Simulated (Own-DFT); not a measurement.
# Point defects and the pressure they add: zincblende GaP

Calculated, not measured: single-point runs of Own-DFT, a retired in-house plane-wave DFT program that no person has reviewed, on unrelaxed cells, without spin or spin-orbit coupling.

Settings: PBE; PseudoDojo norm-conserving scalar-relativistic files; cutoff 42 hartree; 2 x 3 x 3 k mesh centred on Gamma; Fermi-Dirac smearing of 0.1 eV.

Limits (not all hold for every row): not probed for a lower state with spin; forces on such cells failed a check on a denser k mesh; forces on such cells moved up to 12 meV/angstrom on a denser k mesh; forces on such cells passed a denser k mesh, each cell not checked; stress not checked against mesh or cutoff.

All runs share one cell, with vectors in Å (16.352, 0.000, 0.000); (0.000, 10.901, 0.000); (0.000, 0.000, 10.901) and a volume of 1943.1 Å³. Atoms were moved at random from their sites; u is the rms move along one axis. The defect's site can differ from row to row.

| cell | formula | u (Å) | P (GPa) |
|---|---|---|---|
| no defect | Ga48P48 | 0.0208 | 2.72 |
| no defect | Ga48P48 | 0.0491 | 3.29 |
| no defect | Ga48P48 | 0.0500 | 3.24 |
| one Ga on a P site | Ga49P47 | 0.0265 | 3.09 |
| one Ga on a P site | Ga49P47 | 0.0297 | 3.15 |
| one Ga on a P site | Ga49P47 | 0.0499 | 3.58 |
| two P on a Ga site each | Ga46P50 | 0.0294 | 2.95 |
| two P on a Ga site each | Ga46P50 | 0.0304 | 2.95 |
| two P on a Ga site each | Ga46P50 | 0.0499 | 3.42 |
| two P on a Ga site each | Ga46P50 | 0.0499 | ? |
| two P vacancies | Ga48P46 | 0.0288 | 2.42 |
| two P vacancies | Ga48P46 | 0.0298 | 2.45 |
| two P vacancies | Ga48P46 | 0.0463 | 2.79 |
| one Ga on a P site and one P on a Ga site | Ga48P48 | 0.0308 | 3.00 |
| one Ga on a P site and one P on a Ga site | Ga48P48 | 0.0504 | 3.49 |
| one Ga on a P site and one P on a Ga site | Ga48P48 | 0.0536 | 3.42 |

## Working it out

P = P0 + c u² + a shift for each defect gives P0 = 2.60 GPa, c = 270 ± 14 GPa/Å² and a scatter of 0.04 GPa. The shifts, and each times the cell's volume:

- one Ga on a P site: 0.31 ± 0.03 GPa, 3.7 eV
- one Ga on a P site and one P on a Ga site: 0.13 ± 0.03 GPa, 1.6 eV
- two P on a Ga site each: 0.12 ± 0.03 GPa, 1.5 eV (0.8 eV for each of its 2 sites)
- two P vacancies: -0.39 ± 0.03 GPa, -4.8 eV (-2.4 eV for each of its 2 sites)

Against the defect-free cell, a freed cell would be larger where the shift is positive and smaller where it is negative (160.2 GPa Å³ is 1 eV). The atoms around the defects weren't relaxed, which would change these numbers.

## Prediction

Q: what pressure belongs in the blank (two P on a Ga site each, u = 0.0499 Å)?

From the fit: 3.40 ± 0.05 GPa. DFT gave 3.32 GPa.
